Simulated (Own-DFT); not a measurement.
Hf36O71 (tetragonal hafnia with one neutral oxygen vacancy, atoms displaced) (calculated)

Computed with Own-DFT development build. A calculation, not a measurement: plane-wave PBE and HSE06 DFT by an unreviewed code, no spin, of a simulated cell at Gamma alone, so results move with cell size and shape, stress positive in tension, energies less offsets, not probed for a lower state with spin; hafnium file: forces about 75 meV/angstrom off all-electron values; oxygen file: force components 24 meV/angstrom off all-electron in a glass; k mesh not checked against a denser one; forces and stress are PBE's, HSE06 gives the energy alone, and its difference from PBE has offsets of its own; offsets are fitted by least squares, one for each functional and potential file, so energies compare only between cells with the same atoms and settings and are not formation energies; the far tail of each file's local potential was reset to the Coulomb form; each entry is a single point on an unrelaxed cell, so the pressure reflects the starting lattice, taken from the Materials Project, from which strain is counted, and rises with the displacements; printed positions are rounded, which can move forces by about a meV/angstrom; the program is a retired in-house code; no spin-orbit coupling.

Hf36O71 (tetragonal hafnia with one neutral oxygen vacancy, atoms displaced)

```xyz
107
Lattice="10.7800 0.0000 0.0000 0.0000 10.7800 0.0000 0.0000 0.0000 10.4493" Properties=species:S:1:pos:R:3 Hf36O71
Hf    10.7403    10.7697     0.0383
Hf     1.7842     1.8435     2.6786
O      0.0015     1.8024     1.6040
O      1.7878     0.0006     3.6230
O      0.0026     1.8408     4.2154
O      1.7832     0.0051     1.0025
Hf    10.7418     0.0164     5.2177
Hf     1.8029     1.8394     7.7947
O      0.0036     1.8021     6.8168
O      1.7262    10.7509     8.7981
O      0.0128     1.7704     9.4186
O      1.8135     0.0116     6.2410
Hf     0.0138     3.5988     0.0288
Hf     1.7514     5.4106     2.6344
O     10.7599     5.3558     1.6034
O      1.8087     3.6091     3.5964
O      0.0300     5.3728     4.1941
O      1.7156     3.6471     1.0210
Hf    10.7163     3.6286     5.2096
Hf     1.8483     5.4156     7.8155
O     10.7657     5.4204     6.7656
O      1.7929     3.5838     8.8146
O      0.0253     5.3962     9.4249
O      1.7756     3.5827     6.2506
Hf    10.7791     7.2185    10.4274
Hf     1.7579     9.0084     2.6182
O     10.6970     8.9228     1.5952
O      1.7243     7.1580     3.6056
O     10.7709     8.9782     4.2276
O      1.8236     7.1338     1.0021
Hf    10.7707     7.1718     5.2174
Hf     1.8222     9.0009     7.8155
O      0.0087     8.9920     6.7845
O      1.7949     7.2212     8.8195
O     10.7776     8.9888     9.4296
O      1.8171     7.2022     6.2638
Hf     3.6165     0.0034     0.0195
Hf     5.3841     1.7531     2.6043
O      3.5782     1.8233     1.6380
O      5.3599     0.1078     3.6174
O      3.5728     1.7792     4.2021
O      5.3810    10.7488     0.9651
Hf     3.5563    10.7503     5.2164
Hf     5.3969     1.7952     7.7827
O      3.6417     1.7471     6.8004
O      5.3755     0.0256     8.8353
O      3.6463     1.8065     9.3910
O      5.4411    10.7524     6.2249
Hf     3.6006     3.6386    10.3888
Hf     5.3604     5.4040     2.6332
O      3.6291     5.3911     1.6158
O      5.4240     3.5860     3.6388
O      3.6205     5.3634     4.1662
O      5.4039     3.5907     0.9787
Hf     3.5964     3.6245     5.1836
Hf     5.3660     5.3568     7.7884
O      3.5984     5.3628     6.7708
O      5.4167     3.5718     8.8407
O      3.5895     5.3981     9.4400
O      5.3372     3.5848     6.2742
Hf     3.5853     7.1876     0.0207
Hf     5.4280     9.0034     2.6544
O      3.6186     9.0123     1.5797
O      5.3658     7.1766     3.6354
O      3.6219     8.9163     4.2557
O      5.3485     7.2437     1.0324
Hf     3.5735     7.1805     5.2573
Hf     5.3665     8.9588     7.7887
O      3.6266     8.9572     6.8402
O      5.3843     7.1751     8.8023
O      3.5956     8.9873     9.4103
O      5.3868     7.1714     6.2270
Hf     7.2070    10.7766    10.4097
Hf     8.9927     1.8127     2.5907
O      7.1673     1.7852     1.6332
O      8.9772    10.7750     3.6360
O      7.1850     1.7305     4.2180
O      8.9704    10.7773     1.0304
Hf     7.1766    10.7151     5.2196
Hf     8.9674     1.7572     7.8525
O      9.0007    10.7755     8.8826
O      7.1761     1.7848     9.3884
O      8.9843    10.7633     6.2342
Hf     7.2047     3.6032     0.0164
Hf     8.9625     5.3511     2.6432
O      7.1708     5.3573     1.6029
O      9.0088     3.6119     3.6584
O      7.1408     5.3746     4.1736
O      8.9953     3.5812     1.0204
Hf     7.1852     3.5974     5.2605
Hf     9.0154     5.3750     7.8091
O      7.1847     5.4434     6.8150
O      8.9895     3.6423     8.8936
O      7.1820     5.4167     9.4517
O      9.0159     3.5942     6.2605
Hf     7.1864     7.1815     0.0260
Hf     8.9956     8.9453     2.6283
O      7.1883     8.9770     1.6112
O      8.9932     7.1410     3.6249
O      7.1821     8.9637     4.1999
O      8.9855     7.2587     1.0931
Hf     7.2063     7.1670     5.2352
Hf     8.9460     9.0146     7.8096
O      7.2118     8.9835     6.8805
O      9.0180     7.1886     8.7989
O      7.1738     9.0009     9.3967
O      8.9702     7.1708     6.2319
```

| Item | Value |
| --- | --- |
| first functional | PBE |
| second functional | HSE06 |
| exact exchange share | 0.25 |
| screening | 0.11 1/bohr |
| exchange divergence | Gygi-Baldereschi |
| potential files | PseudoDojo norm-conserving, scalar-relativistic, made for PBE, standard set |
| wave cutoff | 48 hartree |
| occupations | fixed |
| k mesh | 1 x 1 x 1 centred on Gamma |
| PBE energy of cell above offsets | -101.028 eV |
| HSE06 less PBE above offsets | -0.149 eV |
| PBE pressure | 0.99 GPa |
| PBE stress xx | -0.93 GPa |
| PBE stress yy | -0.34 GPa |
| PBE stress zz | -1.71 GPa |
| PBE stress yz | 0.31 GPa |
| PBE stress xz | -0.04 GPa |
| PBE stress xy | 0.01 GPa |

Force:
```
element  x (eV/Å)  y (eV/Å)  z (eV/Å)
     Hf     0.956     0.398    -1.039
     Hf     0.435    -0.435    -1.073
      O     -0.11    -0.155     0.114
      O      0.05    -0.371     0.251
      O     0.014    -0.546    -0.169
      O    -0.194    -0.502     0.258
     Hf     0.602     0.008     0.258
     Hf     0.047    -1.063     0.348
      O    -0.565    -0.288    -0.037
      O     0.483     0.761     0.163
      O    -0.204     0.423     0.505
      O    -0.287    -0.233    -0.566
     Hf    -0.481    -0.095    -0.996
     Hf     0.443    -0.577     -1.25
      O    -0.476     0.391     0.166
      O     0.102     0.275     0.688
      O    -0.117     0.318    -0.086
      O     1.895    -0.202    -0.104
     Hf     1.203     -0.51     0.493
     Hf    -1.305    -0.172     0.352
      O     0.683     0.004     0.265
      O     0.316      0.71     0.328
      O     0.086     0.154      0.02
      O     0.376     0.117     -0.54
     Hf    -0.289    -0.395    -0.113
     Hf     0.404    -0.187    -0.715
      O     2.011     0.466     0.029
      O     0.283     1.084     0.486
      O     0.056     0.128    -0.447
      O    -0.743     0.363     0.149
     Hf     0.123     0.205     0.421
     Hf    -0.695     0.384     0.427
      O      -0.3    -0.045     0.174
      O     0.088    -0.625     0.262
      O    -0.092    -0.079     0.346
      O    -0.337    -0.311    -0.438
     Hf    -0.527     0.039    -0.863
     Hf    -0.273     2.048    -0.443
      O     -0.27    -0.111    -0.487
      O     0.009    -2.917     0.569
      O     -0.37     0.321     0.382
      O     0.707     0.285      0.66
     Hf     0.471       0.9     0.248
     Hf     0.452    -0.277     0.729
      O    -0.745    -0.002    -0.222
      O     0.105    -0.584    -0.417
      O    -0.578     0.136     0.606
      O    -0.691     0.076    -0.091
     Hf    -0.001    -1.321     1.124
     Hf      0.38    -0.523    -0.141
      O    -0.916    -0.117    -0.415
      O    -0.213    -0.329     0.088
      O     -0.29     0.774      0.47
      O    -0.419      0.03    -0.139
     Hf    -0.407    -1.015     0.039
     Hf     0.913     0.275     0.922
      O     -0.18     0.173      0.09
      O    -0.219      0.65    -0.202
      O    -0.149     0.223    -0.813
      O     1.104    -0.008    -0.423
     Hf     0.357     0.716    -0.328
     Hf    -0.572    -0.402    -0.783
      O    -0.795     0.016     0.896
      O     0.226     0.475     -0.06
      O    -0.338     1.031    -0.541
      O     0.965    -0.241     -0.21
     Hf     0.688    -0.563    -0.495
     Hf     0.606     0.535     1.601
      O    -0.688     0.159    -0.914
      O     -0.09    -0.251     0.179
      O     0.007    -0.002     0.331
      O     0.031     0.162    -0.079
     Hf    -0.621    -0.041     0.019
     Hf    -0.344    -0.488     0.365
      O     0.607     0.048    -0.569
      O     0.457     0.063    -0.138
      O     0.343     1.145     1.081
      O    -0.155     0.182      0.13
     Hf     0.456     1.222    -0.084
     Hf     0.142     0.943     0.188
      O    -0.261     0.066    -0.258
      O     0.539     0.187     0.064
      O    -0.523     0.441       0.5
     Hf     -0.39     0.155     -0.53
     Hf    -0.035     0.501     -0.96
      O     0.335     0.328    -0.131
      O    -0.286    -0.541       0.2
      O     0.496     0.348     0.765
      O    -0.333    -0.212     0.554
     Hf    -0.561    -0.772    -0.598
     Hf    -0.184     0.314     0.828
      O    -0.019    -0.575    -0.264
      O    -0.167    -0.948    -0.657
      O    -0.015    -0.176     0.095
      O    -1.208    -0.131     0.161
     Hf    -0.131     0.312    -0.189
     Hf    -0.753     0.095     0.004
      O    -0.131     0.155     0.108
      O     0.005     0.262     0.658
      O    -0.276    -0.277     0.052
      O    -0.376    -0.676    -1.192
     Hf    -0.451    -0.626    -0.221
     Hf     1.408    -0.617       0.8
      O    -0.709    -0.197    -1.415
      O    -0.107     0.051     0.503
      O     0.252    -0.511     0.651
      O     0.241      0.22    -0.327
```
